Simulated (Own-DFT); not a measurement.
## Calculated data, Hf36O71 (tetragonal hafnia with one neutral oxygen vacancy, atoms displaced)

Computed with Own-DFT development build. A calculation, not a measurement: plane-wave PBE and HSE06 DFT by an unreviewed code, no spin, of a simulated cell at Gamma alone, so results move with cell size and shape, stress positive in tension, energies less offsets, not probed for a lower state with spin; hafnium file: forces about 75 meV/angstrom off all-electron values; oxygen file: force components 24 meV/angstrom off all-electron in a glass; k mesh not checked against a denser one; forces and stress are PBE's, HSE06 gives the energy alone, and its difference from PBE has offsets of its own; offsets are fitted by least squares, one for each functional and potential file, so energies compare only between cells with the same atoms and settings and are not formation energies; the far tail of each file's local potential was reset to the Coulomb form; each entry is a single point on an unrelaxed cell, so the pressure reflects the starting lattice, taken from the Materials Project, from which strain is counted, and rises with the displacements; printed positions are rounded, which can move forces by about a meV/angstrom; the program is a retired in-house code; no spin-orbit coupling.

Settings shared by all entries: first functional PBE; second functional HSE06; exact exchange share 0.25; screening 0.11 1/bohr; exchange divergence Gygi-Baldereschi; potential files PseudoDojo norm-conserving, scalar-relativistic, made for PBE, standard set; wave cutoff 48 hartree; occupations fixed; k mesh 1 x 1 x 1 centred on Gamma.

(1) 
```cif
# cell vector a (Å): 10.7800 0.0000 0.0000
# cell vector b (Å): 0.0000 10.7800 0.0000
# cell vector c (Å): 0.0000 0.0000 10.4493
data_Hf36O71
_symmetry_space_group_name_H-M 'P 1'
_symmetry_Int_Tables_number 1
_cell_length_a 10.7800
_cell_length_b 10.7800
_cell_length_c 10.4493
_cell_angle_alpha 90.000
_cell_angle_beta 90.000
_cell_angle_gamma 90.000
_cell_volume 1214.30
loop_
_atom_site_label
_atom_site_type_symbol
_atom_site_fract_x
_atom_site_fract_y
_atom_site_fract_z
_atom_site_occupancy
Hf1 Hf 0.99949 0.99992 0.00149 1
Hf2 Hf 0.16955 0.16239 0.24780 1
O1 O 0.99869 0.16933 0.15381 1
O2 O 0.16569 0.00142 0.34594 1
O3 O 0.99617 0.16362 0.39866 1
O4 O 0.16402 0.00682 0.09530 1
Hf3 Hf 0.00355 0.00205 0.49995 1
Hf4 Hf 0.16515 0.16862 0.74966 1
O5 O 0.00502 0.16681 0.65358 1
O6 O 0.16578 0.99800 0.84601 1
O7 O 0.00027 0.16854 0.90298 1
O8 O 0.16776 0.00016 0.59753 1
Hf5 Hf 0.00421 0.33377 0.00418 1
Hf6 Hf 0.16424 0.50081 0.24974 1
O9 O 0.99902 0.49926 0.15146 1
O10 O 0.16466 0.33039 0.34469 1
O11 O 0.99279 0.50040 0.39443 1
O12 O 0.16323 0.33103 0.09441 1
Hf7 Hf 0.00055 0.33502 0.50378 1
Hf8 Hf 0.16814 0.49938 0.74987 1
O13 O 0.00001 0.49757 0.65362 1
O14 O 0.16964 0.33284 0.85056 1
O15 O 0.99681 0.49980 0.90490 1
O16 O 0.16559 0.33772 0.59927 1
Hf9 Hf 0.00295 0.66470 0.00346 1
Hf10 Hf 0.17035 0.83821 0.24774 1
O17 O 0.00133 0.83173 0.14849 1
O18 O 0.16775 0.66631 0.34951 1
O19 O 0.99217 0.83231 0.40144 1
O20 O 0.16979 0.66668 0.09641 1
Hf11 Hf 0.00507 0.66814 0.49885 1
Hf12 Hf 0.16994 0.83661 0.75463 1
O21 O 0.99553 0.83075 0.65286 1
O22 O 0.16584 0.66736 0.85317 1
O23 O 0.00107 0.83131 0.90040 1
O24 O 0.16357 0.66699 0.59648 1
Hf13 Hf 0.33436 0.99147 0.00571 1
Hf14 Hf 0.49787 0.17120 0.24733 1
O25 O 0.33346 0.16680 0.15294 1
O26 O 0.50036 0.00247 0.34682 1
O27 O 0.33100 0.16617 0.39968 1
O28 O 0.49760 0.99878 0.09722 1
Hf15 Hf 0.33879 0.99675 0.49896 1
Hf16 Hf 0.49664 0.16477 0.75147 1
O29 O 0.33316 0.17136 0.65388 1
O30 O 0.50127 0.00501 0.84412 1
O31 O 0.33731 0.16458 0.90411 1
O32 O 0.49799 0.00127 0.59721 1
Hf17 Hf 0.33298 0.33624 0.00027 1
Hf18 Hf 0.49935 0.49995 0.24475 1
O33 O 0.33250 0.50140 0.15824 1
O34 O 0.49862 0.33391 0.35350 1
O35 O 0.33333 0.49747 0.39908 1
O36 O 0.49335 0.33237 0.09625 1
Hf19 Hf 0.33211 0.33147 0.49909 1
Hf20 Hf 0.50103 0.50110 0.74727 1
O37 O 0.33370 0.50128 0.64908 1
O38 O 0.33282 0.49848 0.90878 1
O39 O 0.49809 0.33110 0.59864 1
Hf21 Hf 0.33378 0.66570 0.99733 1
Hf22 Hf 0.50300 0.83288 0.25451 1
O40 O 0.32532 0.83538 0.15468 1
O41 O 0.50072 0.66139 0.34341 1
O42 O 0.33715 0.83040 0.39867 1
O43 O 0.50255 0.66314 0.09981 1
Hf23 Hf 0.32723 0.66921 0.49597 1
Hf24 Hf 0.50096 0.83408 0.74637 1
O44 O 0.33348 0.83211 0.64941 1
O45 O 0.50091 0.66981 0.84445 1
O46 O 0.33818 0.83235 0.90277 1
O47 O 0.49994 0.66712 0.59733 1
Hf25 Hf 0.66707 0.99886 0.99718 1
Hf26 Hf 0.83590 0.16691 0.25139 1
O48 O 0.67350 0.16395 0.15134 1
O49 O 0.83480 0.00671 0.34664 1
O50 O 0.66625 0.16657 0.39938 1
O51 O 0.83165 0.00292 0.09658 1
Hf27 Hf 0.66814 0.00150 0.50179 1
Hf28 Hf 0.83597 0.16993 0.75113 1
O52 O 0.66310 0.16580 0.65477 1
O53 O 0.83225 0.00074 0.84886 1
O54 O 0.67011 0.16245 0.90391 1
O55 O 0.83440 0.00330 0.59794 1
Hf29 Hf 0.66733 0.33209 0.00765 1
Hf30 Hf 0.83234 0.50215 0.24794 1
O56 O 0.66481 0.49594 0.14790 1
O57 O 0.83599 0.33290 0.34818 1
O58 O 0.66497 0.49984 0.39888 1
O59 O 0.83378 0.32669 0.09592 1
Hf31 Hf 0.66600 0.33196 0.50306 1
Hf32 Hf 0.83401 0.49786 0.74776 1
O60 O 0.66724 0.49856 0.65614 1
O61 O 0.83259 0.33263 0.84633 1
O62 O 0.66956 0.49935 0.90536 1
O63 O 0.83130 0.33091 0.59663 1
Hf33 Hf 0.66528 0.66463 0.99685 1
Hf34 Hf 0.83646 0.83160 0.24647 1
O64 O 0.66480 0.83509 0.15391 1
O65 O 0.82904 0.66260 0.34694 1
O66 O 0.66112 0.83760 0.40476 1
O67 O 0.83129 0.66362 0.09546 1
Hf35 Hf 0.66539 0.66631 0.50188 1
Hf36 Hf 0.83598 0.83597 0.75153 1
O68 O 0.66391 0.82920 0.65470 1
O69 O 0.83954 0.66454 0.84231 1
O70 O 0.66801 0.84524 0.89560 1
O71 O 0.83154 0.66963 0.60355 1
_calc_PBE_energy_of_cell_above_offsets '-100.594'  # eV
_calc_HSE06_less_PBE_above_offsets '-0.129'  # eV
_calc_PBE_pressure 1.05  # GPa
_calc_PBE_stress_xx -1.78  # GPa
_calc_PBE_stress_yy 0.24  # GPa
_calc_PBE_stress_zz -1.61  # GPa
_calc_PBE_stress_yz -0.3  # GPa
_calc_PBE_stress_xz -0.19  # GPa
_calc_PBE_stress_xy 0.04  # GPa
```

Force:
| element | x (eV/Å) | y (eV/Å) | z (eV/Å) |
| --- | --- | --- | --- |
| Hf | -1.007 | 0.302 | -0.746 |
| Hf | -0.77 | 1.183 | 0.046 |
| O | 0.791 | -0.369 | -0.304 |
| O | 0.067 | -0.996 | 0.291 |
| O | 0.625 | 0.653 | 1.179 |
| O | 0.465 | -0.505 | 0.488 |
| Hf | -0.965 | -0.122 | -0.173 |
| Hf | 0.977 | -0.195 | 0.707 |
| O | -0.733 | 0.191 | -0.504 |
| O | 0.121 | 0.499 | 0.265 |
| O | 0.171 | -0.412 | -0.104 |
| O | 0.436 | -0.231 | -0.211 |
| Hf | -1.426 | -0.267 | -0.765 |
| Hf | 0.235 | -0.704 | 0.458 |
| O | 0.229 | 0.3 | -0.205 |
| O | -0.076 | 0.466 | 0.18 |
| O | 0.833 | 0.169 | 1.197 |
| O | 1.246 | 0.335 | 0.84 |
| Hf | -0.54 | -0.256 | -1.515 |
| Hf | -0.17 | -0.203 | 0.217 |
| O | 0.355 | -0.075 | -0.443 |
| O | -0.174 | 0.457 | -0.534 |
| O | 0.499 | -0.142 | -0.127 |
| O | 0.156 | -0.088 | -0.015 |
| Hf | -0.539 | 0.039 | -1.093 |
| Hf | -1.562 | -0.759 | 0.696 |
| O | 0.153 | 0.064 | 0.32 |
| O | -0.171 | 0.628 | -0.125 |
| O | 0.368 | 0.2 | -0.056 |
| O | -0.142 | -0.172 | 0.438 |
| Hf | -1.989 | -0.096 | 0.102 |
| Hf | -1.175 | -0.511 | -0.734 |
| O | 1.688 | 0.312 | -0.16 |
| O | 0.509 | -0.233 | -0.703 |
| O | 0 | 0.42 | 0.526 |
| O | 0.657 | -0.088 | 0.423 |
| Hf | 0.247 | 1.868 | -0.902 |
| Hf | 1.062 | -0.333 | 0.522 |
| O | -0.094 | -0.112 | -0.066 |
| O | -0.493 | -0.142 | -0.037 |
| O | 0.066 | -0.392 | 0.416 |
| O | 0.189 | -0.222 | 0.133 |
| Hf | -0.46 | 0.708 | -0.09 |
| Hf | 0.166 | 1.408 | 0.372 |
| O | -0.555 | -0.253 | -0.359 |
| O | -0.356 | -1.5 | 0.293 |
| O | 0.011 | 0.147 | 0.354 |
| O | 0.236 | -0.232 | -0.042 |
| Hf | -0.566 | -1.694 | -0.47 |
| Hf | 0.241 | -0.328 | 1.27 |
| O | -0.496 | -0.092 | -0.929 |
| O | -0.024 | -0.232 | -0.922 |
| O | -0.436 | 0.509 | 0.689 |
| O | 1.236 | -0.098 | 0.182 |
| Hf | 0.465 | 0.257 | -0.206 |
| Hf | -0.113 | -0.69 | 0.188 |
| O | -0.2 | 0.173 | 0.719 |
| O | 0.397 | 0.796 | -0.977 |
| O | 0.148 | 0.456 | 0.299 |
| Hf | 0.175 | -0.204 | 0.533 |
| Hf | 0.256 | 0.159 | -0.136 |
| O | 1.885 | 0.129 | -0.803 |
| O | -0.092 | 1.009 | 0.345 |
| O | -0.266 | 0.705 | 0.014 |
| O | -0.633 | 0.36 | -0.68 |
| Hf | 1.061 | -1.462 | 0.385 |
| Hf | 0.318 | 0.476 | 0.273 |
| O | -0.328 | 0.011 | 0.038 |
| O | 0.1 | -0.607 | 0.47 |
| O | -0.368 | -0.075 | -0.207 |
| O | -0.522 | -0.056 | -0.46 |
| Hf | 0.02 | 1 | 0.621 |
| Hf | -0.172 | 0.628 | -0.047 |
| O | -2.064 | 0.573 | 0.173 |
| O | -0.252 | -2.188 | 0.087 |
| O | -0.163 | 0.192 | 0.776 |
| O | 0.815 | -0.796 | 0.051 |
| Hf | 0.25 | 0.737 | -0.284 |
| Hf | -0.893 | -0.594 | 0.26 |
| O | 0.629 | 0.046 | -0.158 |
| O | 0.722 | 0.429 | -0.187 |
| O | -0.447 | 1.332 | -0.05 |
| O | 0.103 | -0.108 | -0.08 |
| Hf | 0.291 | -0.656 | -1.033 |
| Hf | -0.219 | -1.006 | 0.655 |
| O | 0.231 | -0.092 | 0.068 |
| O | -0.253 | 0.449 | -0.113 |
| O | 0.132 | -0.256 | 0.722 |
| O | 0.322 | 0.723 | 0.115 |
| Hf | -0.48 | -0.13 | -1.025 |
| Hf | 0.065 | 0.529 | 0.812 |
| O | -0.401 | -0.014 | -0.557 |
| O | -0.017 | 0.194 | -0.048 |
| O | -0.605 | -0.076 | -0.282 |
| O | 0.666 | -0.036 | 0.315 |
| Hf | 0.282 | 0.62 | -0.315 |
| Hf | -0.498 | 0.667 | 0.742 |
| O | 0.461 | -0.266 | -0.05 |
| O | -0.099 | 1.263 | -0.259 |
| O | 0.056 | -0.79 | -0.199 |
| O | 0.041 | 0.345 | 0.168 |
| Hf | 0.549 | 0.003 | -0.214 |
| Hf | -0.533 | -0.682 | -0.088 |
| O | 0.592 | 0.448 | -0.489 |
| O | -0.62 | 0.435 | 0.734 |
| O | -0.177 | -2.662 | 0.491 |
| O | 0.264 | -0.499 | -1.372 |

(2) 
```cif
# cell vector a (Å): 10.7800 0.0000 0.0000
# cell vector b (Å): 0.0000 10.7800 0.0000
# cell vector c (Å): 0.0000 0.0000 10.4493
data_Hf36O71
_symmetry_space_group_name_H-M 'P 1'
_symmetry_Int_Tables_number 1
_cell_length_a 10.7800
_cell_length_b 10.7800
_cell_length_c 10.4493
_cell_angle_alpha 90.000
_cell_angle_beta 90.000
_cell_angle_gamma 90.000
_cell_volume 1214.30
loop_
_atom_site_label
_atom_site_type_symbol
_atom_site_fract_x
_atom_site_fract_y
_atom_site_fract_z
_atom_site_occupancy
Hf1 Hf 0.99668 0.00538 0.99576 1
Hf2 Hf 0.16933 0.16920 0.25663 1
O1 O 0.99673 0.16472 0.14869 1
O2 O 0.17284 0.00077 0.34582 1
O3 O 0.16572 0.00361 0.09699 1
Hf3 Hf 0.00279 0.99968 0.50337 1
Hf4 Hf 0.17078 0.17407 0.74991 1
O4 O 0.00173 0.17021 0.64051 1
O5 O 0.16674 0.00156 0.85030 1
O6 O 0.99506 0.15976 0.90367 1
O7 O 0.15904 0.99930 0.59578 1
Hf5 Hf 0.99839 0.32928 0.99862 1
Hf6 Hf 0.16159 0.49780 0.25785 1
O8 O 0.00123 0.50506 0.14620 1
O9 O 0.16199 0.33150 0.34346 1
O10 O 0.99998 0.49794 0.40582 1
O11 O 0.16635 0.33348 0.09075 1
Hf7 Hf 0.99592 0.33377 0.50514 1
Hf8 Hf 0.17850 0.50191 0.75221 1
O12 O 0.99435 0.50880 0.64203 1
O13 O 0.16190 0.33098 0.84104 1
O14 O 0.00237 0.50211 0.89943 1
O15 O 0.16298 0.33537 0.59950 1
Hf9 Hf 0.99958 0.66253 0.99903 1
Hf10 Hf 0.17444 0.83977 0.25423 1
O16 O 0.99624 0.83419 0.14824 1
O17 O 0.16381 0.66750 0.34375 1
O18 O 0.99804 0.83243 0.39955 1
O19 O 0.15972 0.66602 0.08888 1
Hf11 Hf 0.00572 0.67186 0.49715 1
Hf12 Hf 0.16658 0.83230 0.75525 1
O20 O 0.99997 0.83002 0.65357 1
O21 O 0.17020 0.65930 0.84921 1
O22 O 0.00444 0.83480 0.91392 1
O23 O 0.16327 0.66110 0.59601 1
Hf13 Hf 0.33312 0.99468 0.00337 1
Hf14 Hf 0.50557 0.16524 0.26447 1
O24 O 0.33892 0.16609 0.15432 1
O25 O 0.50147 0.00034 0.34752 1
O26 O 0.33557 0.16735 0.39950 1
O27 O 0.49798 0.00173 0.08996 1
Hf15 Hf 0.33059 0.00366 0.49767 1
Hf16 Hf 0.49957 0.16067 0.74869 1
O28 O 0.33910 0.16905 0.65305 1
O29 O 0.50024 0.99896 0.85324 1
O30 O 0.34249 0.16799 0.90283 1
O31 O 0.50273 0.99690 0.59941 1
Hf17 Hf 0.33230 0.34020 0.99616 1
Hf18 Hf 0.49311 0.50272 0.25095 1
O32 O 0.32897 0.49449 0.15555 1
O33 O 0.49458 0.33997 0.34148 1
O34 O 0.33856 0.49681 0.40870 1
O35 O 0.49991 0.32403 0.10439 1
Hf19 Hf 0.33925 0.33627 0.50373 1
Hf20 Hf 0.49325 0.49945 0.75013 1
O36 O 0.33394 0.49966 0.65436 1
O37 O 0.50109 0.32425 0.85414 1
O38 O 0.34141 0.48869 0.90811 1
O39 O 0.48969 0.32109 0.59181 1
Hf21 Hf 0.33380 0.66479 0.99520 1
Hf22 Hf 0.50532 0.83672 0.24571 1
O40 O 0.33722 0.84099 0.15880 1
O41 O 0.50207 0.66418 0.34857 1
O42 O 0.33504 0.83454 0.40480 1
O43 O 0.50137 0.66227 0.09595 1
Hf23 Hf 0.34547 0.66643 0.50778 1
Hf24 Hf 0.50269 0.82956 0.75487 1
O44 O 0.33000 0.83074 0.64754 1
O45 O 0.50422 0.65720 0.84867 1
O46 O 0.33010 0.82753 0.91027 1
O47 O 0.50549 0.67172 0.60019 1
Hf25 Hf 0.66436 0.00641 0.99892 1
Hf26 Hf 0.82863 0.16840 0.25182 1
O48 O 0.67602 0.16134 0.14856 1
O49 O 0.82944 0.99642 0.34573 1
O50 O 0.66414 0.15560 0.40591 1
O51 O 0.83795 0.00179 0.09443 1
Hf27 Hf 0.66723 0.00159 0.50445 1
Hf28 Hf 0.83590 0.17265 0.74284 1
O52 O 0.65702 0.16194 0.65506 1
O53 O 0.83056 0.00627 0.84344 1
O54 O 0.66655 0.15805 0.89975 1
O55 O 0.82975 0.99296 0.59595 1
Hf29 Hf 0.66900 0.33378 0.00005 1
Hf30 Hf 0.83313 0.49778 0.25149 1
O56 O 0.66712 0.49774 0.15524 1
O57 O 0.83114 0.33103 0.34865 1
O58 O 0.66272 0.49724 0.40449 1
O59 O 0.83844 0.33751 0.09690 1
Hf31 Hf 0.68037 0.32576 0.49887 1
Hf32 Hf 0.83392 0.49796 0.74548 1
O60 O 0.66281 0.50182 0.65222 1
O61 O 0.82636 0.33533 0.84742 1
O62 O 0.67126 0.50106 0.89770 1
O63 O 0.82971 0.32738 0.59457 1
Hf33 Hf 0.66593 0.66965 0.00005 1
Hf34 Hf 0.83326 0.83357 0.24649 1
O64 O 0.66046 0.83257 0.14842 1
O65 O 0.82949 0.66889 0.34585 1
O66 O 0.66621 0.83289 0.40662 1
O67 O 0.83408 0.67154 0.10830 1
Hf35 Hf 0.66043 0.66676 0.49261 1
Hf36 Hf 0.82933 0.83225 0.75736 1
O68 O 0.67103 0.83315 0.64642 1
O69 O 0.83263 0.66012 0.84285 1
O70 O 0.66160 0.82737 0.89748 1
O71 O 0.82843 0.66462 0.59783 1
_calc_PBE_energy_of_cell_above_offsets '-96.011'  # eV
_calc_HSE06_less_PBE_above_offsets '0.131'  # eV
_calc_PBE_pressure 2.66  # GPa
_calc_PBE_stress_xx -1.07  # GPa
_calc_PBE_stress_yy -3.78  # GPa
_calc_PBE_stress_zz -3.13  # GPa
_calc_PBE_stress_yz 0.67  # GPa
_calc_PBE_stress_xz -0.45  # GPa
_calc_PBE_stress_xy -0.16  # GPa
```

Force:
| element | x (eV/Å) | y (eV/Å) | z (eV/Å) |
| --- | --- | --- | --- |
| Hf | 0.821 | -2.048 | 2.163 |
| Hf | 0.275 | -0.693 | -2.637 |
| O | 0.328 | 0.656 | 1.394 |
| O | -0.324 | 0.518 | 1.163 |
| O | 0.194 | -0.365 | 0.21 |
| Hf | -1.991 | -0.094 | -1.204 |
| Hf | 0.391 | -1.87 | -0.476 |
| O | -0.473 | -0.049 | 0.984 |
| O | 0.465 | -0.057 | -1.044 |
| O | 0.083 | 2.989 | -2.003 |
| O | 2.091 | 0.083 | 0.479 |
| Hf | 0.682 | 0.687 | 0.347 |
| Hf | -0.424 | 0.783 | -1.538 |
| O | -0.278 | -0.572 | 1.17 |
| O | -0.288 | 0.299 | 1.026 |
| O | -0.055 | 0.039 | -1.017 |
| O | -0.571 | -0.149 | 0.13 |
| Hf | 1.915 | -0.111 | -1.045 |
| Hf | -4.114 | -0.424 | -0.949 |
| O | 0.841 | -1.329 | 1.426 |
| O | 0.308 | 0.979 | 0.858 |
| O | -0.107 | -1.452 | -0.363 |
| O | 0.828 | 0.026 | -0.258 |
| Hf | -1.093 | 0.62 | 0.981 |
| Hf | -2.132 | -1.115 | -1.364 |
| O | 1.088 | 0.123 | 1.473 |
| O | 0.286 | -0.044 | 0.213 |
| O | 0.451 | 1.144 | 0.239 |
| O | 2.699 | 0.265 | 0.493 |
| Hf | -1.972 | -0.819 | 0.67 |
| Hf | -0.922 | 0.422 | -0.439 |
| O | 0.225 | 0.021 | 0.74 |
| O | 0.817 | 0.965 | -0.345 |
| O | -0.167 | -0.669 | -2.009 |
| O | 2.075 | -0.01 | 0.423 |
| Hf | -0.805 | 2.424 | 0.132 |
| Hf | -1.534 | 1.64 | -3.086 |
| O | -0.667 | -0.446 | 1.041 |
| O | -0.299 | -0.892 | 0.272 |
| O | 0.014 | 0.279 | 0.655 |
| O | 0.934 | -0.367 | 1.341 |
| Hf | 0.424 | -0.667 | 0.615 |
| Hf | -0.75 | 0.307 | 1.755 |
| O | -2.227 | -0.783 | -0.401 |
| O | -0.231 | -1.379 | -0.966 |
| O | -1.31 | -0.396 | -0.108 |
| O | -1.432 | -0.175 | 0.018 |
| Hf | 1.322 | -5.433 | 3.479 |
| Hf | 1.017 | -0.961 | -0.856 |
| O | -0.172 | 0.586 | -0.072 |
| O | 0.366 | -1.591 | 1.218 |
| O | -0.451 | 1.376 | -0.144 |
| O | 0.702 | 0.844 | -1.248 |
| Hf | -1.897 | -1.185 | -1.438 |
| Hf | 3.554 | -1.88 | 0.762 |
| O | 0.665 | 0.339 | -0.575 |
| O | 0.498 | 1.727 | -1.26 |
| O | -0.454 | 4.172 | -2.815 |
| O | 3.391 | 0.852 | 1.045 |
| Hf | -0.899 | -0.782 | 1.979 |
| Hf | -0.383 | -0.134 | 1.215 |
| O | -0.132 | -0.559 | -0.765 |
| O | -0.488 | 1.042 | 0.224 |
| O | -0.155 | -0.445 | 0.188 |
| O | -0.98 | 0.197 | -0.022 |
| Hf | -2.055 | 1.037 | -1.396 |
| Hf | 0.89 | 1.003 | -1.151 |
| O | 0.341 | -0.162 | 1.419 |
| O | -1.144 | 1.192 | -0.048 |
| O | 0.355 | 0.204 | -1.24 |
| O | -1.142 | -0.293 | 0.864 |
| Hf | 0.705 | -0.878 | 0.35 |
| Hf | 2.205 | -2.072 | -0.733 |
| O | -1.669 | 0.266 | 0.409 |
| O | 0.289 | 1.313 | -0.011 |
| O | 0.109 | 2.941 | -1.02 |
| O | -1.657 | -0.436 | -0.031 |
| Hf | 0.18 | -2.803 | 0.336 |
| Hf | -0.696 | -1.526 | 1.16 |
| O | 2.867 | 0.746 | -1.022 |
| O | 0.186 | -0.958 | -0.236 |
| O | 0.186 | 2.171 | -0.011 |
| O | 1.408 | 0.994 | 0.288 |
| Hf | -1.352 | 0.247 | -0.045 |
| Hf | 0.022 | 1.796 | -0.652 |
| O | -0.147 | -0.164 | -0.151 |
| O | -0.181 | -0.068 | 0.813 |
| O | 0.567 | -0.885 | 0.071 |
| O | -0.812 | -0.069 | 0.283 |
| Hf | -3.977 | 1.542 | -0.969 |
| Hf | -0.372 | 2.002 | -0.096 |
| O | -0.555 | -1.134 | 0.034 |
| O | 0.655 | -1.185 | -0.437 |
| O | -0.504 | -0.367 | 1.197 |
| O | 1.194 | -0.069 | 1.593 |
| Hf | 1.236 | -1.58 | 0.501 |
| Hf | 1.015 | -0.392 | -0.232 |
| O | 1.05 | 0.117 | -0.256 |
| O | -0.02 | -0.874 | 0.161 |
| O | -0.639 | 0.556 | -1.011 |
| O | -0.822 | -0.469 | -1.766 |
| Hf | 2.926 | -0.132 | 0.768 |
| Hf | 0.328 | -0.358 | -1.661 |
| O | -1.216 | 0.025 | 1.666 |
| O | 0.161 | 1.179 | 0.98 |
| O | 0.279 | 0.913 | -0.032 |
| O | 0.225 | 0.168 | -0.761 |
